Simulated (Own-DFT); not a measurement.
# One host, several defects: C40 NbSi2

The numbers are computed, not measured, by runs of the plane-wave DFT program Own-DFT (in-house, retired, unreviewed) at fixed positions, with no spin and no spin-orbit coupling.

All runs used: PBE; PseudoDojo norm-conserving scalar-relativistic files; cutoff 42 hartree; 4 x 4 x 5 k mesh centred on Gamma; cold (Marzari-Vanderbilt) smearing of 0.2 eV.

Keep in mind: forces on such cells failed a check on a denser k mesh; stress not checked against mesh or cutoff.

All runs share one cell, with vectors in Å (0.000, 8.324, 0.000); (-9.613, 0.000, 0.000); (0.000, 0.000, 6.586) and a volume of 527.0 Å³. u is the rms random offset of the atoms per axis. The defect's site can differ from row to row.

```
cell,formula,u (Å),P (GPa)
no defect,Nb12Si24,0.0222,1.55
no defect,Nb12Si24,0.0448,2.51
no defect,Nb12Si24,0.0509,2.62
one Si vacancy,Nb12Si23,0.0278,0.88
one Si vacancy,Nb12Si23,0.0441,1.48
one Si vacancy,Nb12Si23,0.0479,1.64
two Nb on a Si site each,Nb14Si22,0.0333,7.56
two Nb on a Si site each,Nb14Si22,0.0504,8.60
two Nb on a Si site each,Nb14Si22,0.0549,9.17
two Si on a Nb site each,Nb10Si26,0.0283,1.60
two Si on a Nb site each,Nb10Si26,0.0324,?
two Si on a Nb site each,Nb10Si26,0.0525,2.70
two Si on a Nb site each,Nb10Si26,0.0534,2.62
two Nb vacancies,Nb10Si24,0.0276,0.05
two Nb vacancies,Nb10Si24,0.0437,0.37
two Nb vacancies,Nb10Si24,0.0481,0.71
```

## What the rows give

P = P0 + c u² + a shift for each defect gives P0 = 1.26 GPa, c = 568 ± 53 GPa/Å² and a scatter of 0.16 GPa. The shifts, and each times the cell's volume:

- two Nb on a Si site each: 5.92 ± 0.14 GPa, 19.5 eV (9.7 eV for each of its 2 sites)
- two Si on a Nb site each: -0.17 ± 0.14 GPa, -0.6 eV (-0.3 eV for each of its 2 sites) (not resolved)
- one Si vacancy: -0.88 ± 0.13 GPa, -2.9 eV
- two Nb vacancies: -1.83 ± 0.13 GPa, -6.0 eV (-3.0 eV for each of its 2 sites)

A positive shift means that the defect pushes the cell outwards. Shift times volume (160.2 GPa Å³ is 1 eV) depends little on the cell's size, so, taken for each site, it can be compared between cells at like pressure. The atoms around the defects weren't relaxed, which would change these numbers.

## Check

Asked: what pressure belongs in the blank (two Si on a Nb site each, u = 0.0324 Å)?

The fitted form gives 1.69 ± 0.20 GPa. Computed: 1.61 GPa.
